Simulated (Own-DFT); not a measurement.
## Calculated data, SiC (4H silicon carbide, atoms displaced), SiC (2H silicon carbide, atoms displaced), GaP (zincblende, strained, atoms displaced), Si$_{3}$N$_{4}$ (beta silicon nitride, strained, atoms displaced)

All values are calculated (Own-DFT development build). A calculation, not a measurement: plane-wave PBE density functional theory by an unreviewed code, no spin, of a simulated periodic cell, stress positive in tension, free energy of the whole cell less one offset for each atom, forces on such cells passed a denser k mesh, this cell's mesh not checked; offsets are fitted by least squares, one for each functional and potential file, so energies compare only between cells with the same atoms and settings and are not formation energies; the far tail of each file's local potential was reset to the Coulomb form; each entry is a single point on an unrelaxed cell, so the pressure reflects the starting lattice, mostly measured values (interpolated for alloys), from which strain is counted, and rises with the displacements; printed positions are rounded, which can move forces by about a meV/angstrom; the program, named Own-DFT, is a retired in-house code; no spin-orbit coupling.

Settings shared by all entries: functional PBE; potential files PseudoDojo norm-conserving, scalar-relativistic, standard set; wave cutoff 42 hartree; occupations Fermi-Dirac; smearing width 0.1 eV.

(1) 
```xyz
32
Lattice="6.1654 0.0000 0.0000 -3.0827 5.3394 0.0000 0.0000 0.0000 10.0681" Properties=species:S:1:pos:R:3:force_x:R:1:force_y:R:1:force_z:R:1 formula=SiC hardware=one_NVIDIA_H100 k_mesh=5_x_5_x_3_centred_on_Gamma free_energy_of_cell_above_offsets=4.089 pressure=9.93 stress_xx=-9.89 stress_yy=-11.87 stress_zz=-8.05 stress_yz=-0.44 stress_xz=-0.85 stress_xy=1.91 wall_time=122.2
Si    -3.0492     5.3127     4.1701     -1.975      1.067     -4.784
Si     0.0091     1.8756     1.6816      1.365     -2.963       0.75
C      0.0876     0.0662     1.0697      0.907     -0.627     -1.315
C      0.0112     1.7362     3.5258     -1.638      0.495      0.436
Si     4.4681     2.6761     4.1787      2.913     -0.731     -1.447
Si    -1.2391     4.5247     1.4662     -9.533     -5.189      4.222
C     -1.4470     2.5493     1.0622     -2.935      3.082     -3.257
C     -1.6651     4.4094     3.5172       3.04      0.099     -1.509
Si    -0.0272     5.2967     3.9998     -1.337      0.411      2.428
Si     2.9719     1.7413     1.5765      6.906      -1.74     -0.376
C      0.1039     5.1914     0.8825       1.99      5.039      -3.58
C      3.1620     1.7032     3.3134     -2.326      0.219       4.22
Si     1.4534     2.6479     4.0565      1.935      0.603      0.764
Si     1.5685     4.5286     1.4755       3.67      -2.57       3.56
C      1.6243     2.5619     1.1153      -4.03      4.676     -4.332
C      1.4710     4.4895     3.4847      1.856     -1.491     -1.002
Si     0.0909     0.0667     9.2845     -2.057     -0.883     -1.248
Si     3.1173     3.6983     6.5799      0.086     -3.728      0.885
C     -3.0381     5.3262     5.8713       1.84      1.204      4.497
C      3.2391     3.5691     8.4365     -1.241      1.637      2.356
Si     4.6815     2.5402     9.0971      1.101      6.274      3.114
Si     4.8125     0.8272     6.5687     -4.624      1.824      1.511
C     -1.4721     2.6949     6.0418      -1.96     -1.119     -0.902
C      4.3709     1.0429     8.5505      2.636     -7.988     -3.149
Si    -0.0581     5.1297     8.9609      0.395      6.785      2.783
Si     0.0171     3.5205     6.5939      1.316      1.107      -0.24
C      0.0601     5.2875     6.0143     -0.153      1.481      -0.32
C      0.1916     3.5712     8.4603     -1.648     -5.081     -0.619
Si     1.6487     2.6619     9.1627      0.996      1.855      0.866
Si     1.6100     0.9573     6.7434      0.573     -1.037     -2.831
C      1.5512     2.6674     6.0300      1.207       0.32     -1.183
C      1.4930     0.9995     8.5657      0.723     -3.033     -0.296
```

Units: free_energy_of_cell_above_offsets in eV; pressure, stress_xx, stress_yy, stress_zz, stress_yz, stress_xz, stress_xy in GPa; wall_time in s; force_x, force_y, force_z in eV/Å.

(2) 
```xyz
32
Lattice="6.1654 0.0000 0.0000 -3.0827 5.3394 0.0000 0.0000 0.0000 10.0681" Properties=species:S:1:pos:R:3:force_x:R:1:force_y:R:1:force_z:R:1 formula=SiC hardware=one_NVIDIA_H100 k_mesh=5_x_5_x_3_centred_on_Gamma free_energy_of_cell_above_offsets=-4.412 pressure=4.07 stress_xx=-2.24 stress_yy=-2.26 stress_zz=-7.7 stress_yz=-0.01 stress_xz=-0.79 stress_xy=1.07 wall_time=122.4
Si    -3.0412     5.3080    10.0530     -1.615      0.386      1.192
Si    -0.0492     1.8159     2.5207      1.476     -1.405     -0.349
C     -0.0070     0.0474     1.9170       0.13     -1.515     -0.456
C     -0.0489     1.7715     4.3576      1.345       0.42      1.385
Si     0.0188     0.0372     5.0556     -0.601     -0.857     -0.942
Si    -0.0421     1.7504     7.5742      0.985      1.082      0.006
C     -0.0047     0.0378     6.9499      0.419     -1.279     -0.448
C      0.0044     1.7593     9.4828      0.146     -0.126     -0.923
Si    -1.5188     2.6353    10.0620     -0.771      0.183      0.157
Si    -1.4983     4.4041     2.5055     -1.457      1.291     -0.089
C      4.6283     2.6345     1.9041     -0.882      0.757      -0.99
C     -1.5151     4.4290     4.3964     -0.765      0.315      0.299
Si     4.6145     2.6425     4.9930      0.615      0.656      1.205
Si    -1.5328     4.4341     7.5556      0.226      0.096     -0.495
C     -1.5226     2.6418     6.9208     -0.997      0.538      0.081
C     -1.5857     4.4212     9.4509      1.771     -0.238     -0.252
Si     3.0737     0.0050     0.0062      0.416      -0.79     -1.114
Si     3.0870     1.7575     2.5196     -0.462      0.239       -0.1
C      0.0072     5.3345     1.8519     -0.235     -0.106      0.671
C      3.1541     1.7957     4.3745     -2.534     -0.778      0.643
Si    -0.0500     5.3345     5.0534      1.559      0.486     -0.817
Si     3.0149     1.7944     7.5904      1.914     -0.568     -1.968
C      3.1358     0.0175     6.9026     -1.355     -0.246      1.028
C      3.0480     1.7717     9.3878      0.833     -0.351       1.99
Si     1.5573     2.6242     0.0148     -0.524      0.937      0.033
Si     1.4957     4.4510     2.5452      1.562     -0.256     -1.402
C      1.5262     2.6273     1.8994      0.288      0.887      0.024
C      1.5265     4.4494     4.3657      -0.02      0.399       1.87
Si     1.5134     2.7110     5.0622       0.56     -0.868      -1.67
Si     1.5419     4.4472     7.5673      0.247     -0.186     -0.963
C      1.5753     2.6552     6.8965     -1.585      0.521      0.875
C      1.5721     4.4095     9.3956      -0.69      0.374      1.519
```

Units: free_energy_of_cell_above_offsets in eV; pressure, stress_xx, stress_yy, stress_zz, stress_yz, stress_xz, stress_xy in GPa; wall_time in s; force_x, force_y, force_z in eV/Å.

(3) 
```xyz
64
Lattice="10.8620 0.0000 0.0000 0.0000 10.8620 0.0000 0.0000 0.0000 10.9439" Properties=species:S:1:pos:R:3:force_x:R:1:force_y:R:1:force_z:R:1 formula=GaP hardware=one_NVIDIA_H100 k_mesh=3_x_3_x_3_centred_on_Gamma free_energy_of_cell_above_offsets=-29.449 pressure=4.37 stress_xx=-4.67 stress_yy=-4.36 stress_zz=-4.09 stress_yz=-0.63 stress_xz=-0.09 stress_xy=0.75 wall_time=556.8
Ga     0.1352     0.0684    10.8586     -1.005     -0.317     -0.267
Ga    10.7819     2.7498     2.6188       0.91      -0.18      0.745
Ga     2.6553     0.0925     2.5658      1.206     -1.434      2.538
Ga     2.6056     2.7461    10.7350      1.493     -1.023      2.089
P      1.3933     1.3067     1.3505     -1.226      2.651     -1.447
P      1.4647     3.9962     4.1646     -1.015      0.912     -0.676
P      4.0005     1.3879     4.1240     -0.404      0.502     -0.662
P      4.0843     4.1984     1.2061      0.169     -1.622      0.474
Ga    10.7552     0.0553     5.4789      0.117     -0.514     -0.936
Ga    10.8078     2.7704     8.1114       0.84     -0.467      0.463
Ga     2.8638     0.1117     8.1654     -1.064     -2.126     -0.317
Ga     2.7921     2.8198     5.6285     -1.057     -1.772     -0.844
P      1.3882     1.1347     6.8263     -0.428      2.851     -0.153
P      1.4305     4.1385     9.5978     -2.321       1.06     -1.692
P      4.0541     1.2920     9.5659      0.566      0.545      1.772
P      4.1004     3.9899     6.9585      0.932      1.753      0.161
Ga    10.8027     5.5373    10.9006      1.347     -0.649      1.051
Ga     0.1290     8.1290     2.7779     -1.458      0.559      0.037
Ga     2.8642     5.4286     2.7429     -1.151     -0.182     -0.063
Ga     2.7380     8.0986    10.8965     -0.826      1.542      0.522
P      1.3952     6.8636     1.4251      0.341       -1.3     -0.753
P      1.3116     9.5759     4.0829      0.771      0.005      0.518
P      4.0102     6.9228     4.0694      2.169     -1.438      -0.83
P      4.0505     9.6244     1.3181       0.12     -1.368      0.105
Ga    10.8447     5.4800     5.5302      0.299     -0.975     -1.589
Ga     0.0705     8.1439     8.2371     -1.401       0.52     -0.584
Ga     2.5893     5.4930     8.0425      1.445     -0.752       1.47
Ga     2.7452     7.9882     5.4469     -1.625      2.384      1.059
P      1.2357     6.7627     6.8268      0.807      1.214     -0.298
P      1.3151     9.5602     9.4301      1.828      0.095      0.941
P      3.9997     6.8363     9.5643      1.031     -1.131     -1.269
P      4.0779     9.5108     6.8185     -0.128     -0.644     -0.029
Ga     5.5040    10.8609     0.0588      0.269     -0.224     -0.606
Ga     5.3870     2.6294     2.6685     -0.484      1.579      0.718
Ga     8.2898     0.0731     2.7136     -1.784     -3.505     -1.628
Ga     8.0637     2.6721    10.8783      0.525     -0.081      1.441
P      6.8113     1.2996     1.5328      0.023      0.558     -2.029
P      6.8113     4.1767     4.1138      -1.57     -1.712      0.702
P      9.3819     1.3212     3.9403      2.951      2.517      2.772
P      9.4776     4.1520     1.3313     -0.027     -0.656     -0.852
Ga     5.2807     0.1286     5.5026      1.401     -0.804     -0.121
Ga     5.4102     2.5745     8.3381      0.431      1.353     -0.325
Ga     8.1573     0.0025     8.1149     -0.674      0.498      1.886
Ga     8.2536     2.7346     5.4032     -1.336      -0.04      0.237
P      6.7566     1.3796     6.9528      0.317      0.321     -1.618
P      6.7975     4.0855     9.6252      0.132     -1.057     -1.361
P      9.4847     1.4209     9.5847      0.265     -0.406     -0.637
P      9.4987     4.1435     6.7536      -0.46     -0.376      1.075
Ga     5.5299     5.4023    10.8027     -1.077      2.159      1.455
Ga     5.5156     8.1757     2.6410     -1.215      1.674      1.306
Ga     8.1021     5.2731     2.7443      0.733      2.371     -0.393
Ga     8.1858     8.2481     0.0259      0.182     -0.225      0.102
P      6.8411     6.9605     1.4070      0.656     -2.518     -1.125
P      6.8379     9.5661     4.1351     -0.749      0.544     -0.669
P      9.5412     6.7634     4.1616     -0.332      0.166     -1.228
P      9.6024     9.5735     1.2393      0.301     -0.026      1.179
Ga     5.4567     5.5708     5.5160     -1.199     -1.289     -0.895
Ga     5.4500     8.1410     8.1905     -0.389      0.032       -0.1
Ga     8.0824     5.4472     8.2812      0.674      0.463     -0.877
Ga     8.1005     8.1319     5.3836      0.956        0.7      0.286
P      6.7946     6.8369     6.7317      0.454      0.059      2.053
P      6.8343     9.4119     9.5509     -0.286      1.347     -0.119
P      9.5381     6.8571     9.6366     -0.985      0.133     -1.186
P      9.4291     9.6199     6.8592      1.013     -2.252     -0.981
```

Units: free_energy_of_cell_above_offsets in eV; pressure, stress_xx, stress_yy, stress_zz, stress_yz, stress_xz, stress_xy in GPa; wall_time in s; force_x, force_y, force_z in eV/Å.

(4) 
```xyz
42
Lattice="7.4716 0.1256 -0.0623 -3.6270 6.4612 0.1458 -0.0715 0.1519 8.7765" Properties=species:S:1:pos:R:3:force_x:R:1:force_y:R:1:force_z:R:1 formula=Si3N4 k_mesh=3_x_3_x_3_centred_on_Gamma free_energy_of_cell_above_offsets=-2.336 pressure=13.31 stress_xx=-19.09 stress_yy=-12.73 stress_zz=-8.13 stress_yz=2.76 stress_xz=-5.55 stress_xy=4.22
Si    -1.4680     4.9350     0.7415      0.838      3.165      5.292
Si     0.2299     2.6634     0.8201     -0.124      0.117      -2.56
Si     1.5020     5.5012     0.8161     -2.992     -1.726     -0.891
Si     5.2789     1.6998     2.2037      2.667     -2.175     -0.917
Si     3.5529     4.0052     2.2895      0.002     -0.382     -0.558
Si     2.3903     1.2750     2.2469      0.371     -4.112     -2.631
N      2.4028     0.1936     0.7074      -0.01      2.138      1.084
N      6.0805     2.1801     0.6820      0.371     -0.985      1.682
N      2.7583     4.3711     0.7392      0.905      0.238      1.414
N      1.4199     6.3165     2.3050      1.201        4.2     -2.351
N     -2.3283     4.6309     2.3313     -2.934     -1.824     -3.572
N      1.0501     2.2352     2.1876     -0.488     -0.114      1.789
N      0.0530     4.3183     0.8626      2.261      1.525       -0.6
N      3.7494     2.2064     2.2772     -0.937        3.7     -0.107
Si    -1.5638     5.0602     3.6625      1.831      0.439      4.565
Si     0.2568     2.6909     3.6285      0.363       1.43        2.5
Si     1.3005     5.5860     3.7372      0.927     -4.583      1.395
Si     5.3203     1.6541     5.1496     -2.069       3.08     -2.418
Si     3.5734     4.0403     5.1158     -0.734     -0.142      3.585
Si     2.3260     1.2224     5.1549      0.734      0.633      0.387
N      2.3025     0.3009     3.6512     -0.063      0.379      1.228
N      6.1765     2.1308     3.6313     -1.058     -0.864      0.349
N      2.7479     4.4097     3.7812     -2.344      2.379      -3.68
N      1.4258     6.4992     5.1494     -0.075     -1.768      1.537
N     -2.4097     4.6943     5.2691      1.418      0.337     -1.266
N      1.0320     2.3655     5.2386     -0.305      -1.83      -2.83
N      0.0370     4.3911     3.6998       -0.4      1.081      0.296
N      3.6232     2.3692     5.1082      3.118     -2.555      0.472
Si    -1.5232     5.0888     6.6883     -0.282      0.566      1.415
Si     0.1881     2.6795     6.6278      0.004      2.594      1.718
Si     1.4021     5.5558     6.6499     -1.145      0.291      0.364
Si     5.2430     1.7776     8.0351      0.803     -0.046     -0.198
Si     3.5271     4.1073     8.0551     -0.667     -0.907      1.372
Si     2.3920     1.3865     8.0390     -1.321     -2.788       2.25
N      2.3519     0.3496     6.6861     -0.481     -0.132     -2.432
N      6.0168     2.2366     6.5560      1.598      0.086      0.843
N      2.7370     4.5545     6.6490      1.241      -0.19     -1.397
N      1.3355     6.5795     8.0943      1.139     -2.085      0.503
N     -2.4462     4.7284     8.2810     -0.767     -1.017     -5.985
N      0.9681     2.3114     8.1521     -0.887     -0.029     -1.258
N      0.0779     4.4765     6.6647     -1.424     -0.976      0.004
N      3.7083     2.3715     8.1042     -0.286      2.855     -0.395
```

Units: free_energy_of_cell_above_offsets in eV; pressure, stress_xx, stress_yy, stress_zz, stress_yz, stress_xz, stress_xy in GPa; force_x, force_y, force_z in eV/Å.

(5) 
```xyz
42
Lattice="7.7197 0.0104 0.1326 -3.8508 6.6771 -0.0651 0.1521 0.0015 8.7030" Properties=species:S:1:pos:R:3:force_x:R:1:force_y:R:1:force_z:R:1 formula=Si3N4 k_mesh=3_x_3_x_3_centred_on_Gamma free_energy_of_cell_above_offsets=-3.040 pressure=2.26 stress_xx=-1.45 stress_yy=1.78 stress_zz=-7.11 stress_yz=-0.29 stress_xz=5.23 stress_xy=4.09
Si    -1.5992     5.1573     0.6226      0.187       -0.2      3.846
Si     0.2752     2.7193     0.7406     -2.199      0.962      1.301
Si     1.4026     5.5375     0.7703     -1.092     -0.247     -0.552
Si     5.5231     1.6137     2.2890     -0.882     -1.196      0.387
Si     3.7165     3.9874     2.2230     -0.457       1.55      0.306
Si     2.4968     1.1476     2.1893      0.778      1.182      3.161
N      2.3983     0.1952     0.8381     -0.015      0.395     -2.949
N      6.3563     2.0168     0.8615       0.49     -0.072     -0.696
N      2.8196     4.5353     0.7795      0.433     -0.621     -0.533
N      1.3851     6.4593     2.2061      0.823      2.312     -0.227
N     -2.3832     4.6044     2.0774     -0.102      0.778      1.737
N      1.0691     2.1744     2.2410      0.481      0.004     -2.452
N     -0.0653     4.4814     0.6920      3.531     -0.968      0.067
N      3.8972     2.3309     2.2354     -0.402     -3.685      0.174
Si    -1.5457     5.0925     3.6770      2.535      0.903     -4.906
Si     0.2741     2.6658     3.6419     -0.961      2.578      0.247
Si     1.5133     5.5226     3.6427     -0.173     -0.421     -1.129
Si     5.4702     1.5764     5.1963      6.152     -3.296      0.657
Si     3.7106     3.9402     5.1271      1.338       2.52     -1.151
Si     2.5849     1.2167     5.0820     -0.578      -0.81      0.566
N      2.4587     0.1575     3.7139      0.353      2.051     -1.267
N      6.3928     1.9658     3.7691      0.372      0.727       -0.4
N      2.8539     4.4325     3.7252      0.988     -0.063     -1.205
N      1.5492     6.4656     4.9853      0.036      1.847      4.802
N     -2.3747     4.7079     4.9908     -2.105     -1.358      4.684
N      1.1123     2.2389     5.0507      1.083     -0.417       2.71
N      0.1489     4.5570     3.6375     -2.783     -3.842      0.033
N      4.0872     2.3164     5.1030     -6.662     -0.475      0.444
Si    -1.4489     5.1365     6.5355     -2.816      1.408     -1.914
Si     0.2882     2.7731     6.6092      -1.52     -0.547     -3.821
Si     1.5774     5.4378     6.5813     -4.136      3.958     -1.736
Si     5.6477     1.5791     8.0844     -1.657     -1.514      3.188
Si     3.7523     4.0075     7.9747      1.769     -0.467       2.81
Si     2.5754     1.1628     8.0496      0.302      0.289     -0.631
N      2.6351     0.1931     6.5738     -0.533      1.605     -0.045
N      6.3934     2.0321     6.7348      1.435      0.976     -4.429
N      2.9433     4.5592     6.5535      2.339     -2.501      0.441
N      1.5670     6.4864     7.9797      0.116     -0.164      0.489
N     -2.2385     4.6923     7.9846     -3.965     -1.184     -3.101
N      1.0285     2.1734     7.9422      4.041     -1.402      2.012
N      0.0313     4.4826     6.5278      4.803     -1.372      0.142
N      4.0068     2.2365     8.1399     -1.344      0.779     -1.057
```

Units: free_energy_of_cell_above_offsets in eV; pressure, stress_xx, stress_yy, stress_zz, stress_yz, stress_xz, stress_xy in GPa; force_x, force_y, force_z in eV/Å.
